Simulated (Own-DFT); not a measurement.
# What a defect does to the pressure of its cell: L1_0 TiAl

Source: density functional calculations with Own-DFT, an unreviewed in-house program that is no longer used. Nothing was measured or relaxed, and spin and spin-orbit coupling are left out.

Method: PBE; PseudoDojo norm-conserving scalar-relativistic files; cutoff 42 hartree; 4 x 4 x 4 k mesh centred on Gamma; cold (Marzari-Vanderbilt) smearing of 0.2 eV.

Caveats: forces on such cells failed a check on a denser k mesh; stress not checked against mesh or cutoff.

All runs share one cell, with vectors in Å (5.622, 5.622, 0.000); (-5.622, 5.622, 0.000); (0.000, 0.000, 8.133) and a volume of 514.0 Å³. Atoms were moved at random from their sites; u is the rms move along one axis. The defect's site can differ from row to row.

| cell | formula | u (Å) | P (GPa) |
|---|---|---|---|
| no defect | Al16Ti16 | 0.0192 | 1.17 |
| no defect | Al16Ti16 | 0.0478 | 1.65 |
| no defect | Al16Ti16 | 0.0560 | 2.07 |
| one Ti vacancy | Al16Ti15 | 0.0287 | 0.53 |
| one Ti vacancy | Al16Ti15 | 0.0294 | ? |
| one Ti vacancy | Al16Ti15 | 0.0303 | 0.64 |
| one Ti vacancy | Al16Ti15 | 0.0351 | 0.56 |
| two Al vacancies | Al14Ti16 | 0.0300 | -0.62 |
| two Al vacancies | Al14Ti16 | 0.0334 | -0.53 |
| two Al vacancies | Al14Ti16 | 0.0498 | -0.14 |

## Analysis

P = P0 + c u² + a shift for each defect gives P0 = 1.04 GPa, c = 303 ± 32 GPa/Å² and a scatter of 0.07 GPa. The shifts, and each times the cell's volume:

- one Ti vacancy: -0.77 ± 0.07 GPa, -2.5 eV
- two Al vacancies: -1.93 ± 0.06 GPa, -6.2 eV (-3.1 eV for each of its 2 sites)

Against the defect-free cell, a freed cell would be larger where the shift is positive and smaller where it is negative (160.2 GPa Å³ is 1 eV). The atoms around the defects weren't relaxed, which would change these numbers.

## The run left out

Q: what pressure belongs in the blank (one Ti vacancy, u = 0.0294 Å)?

The fit gives 0.54 ± 0.09 GPa. The hidden result is 0.54 GPa.
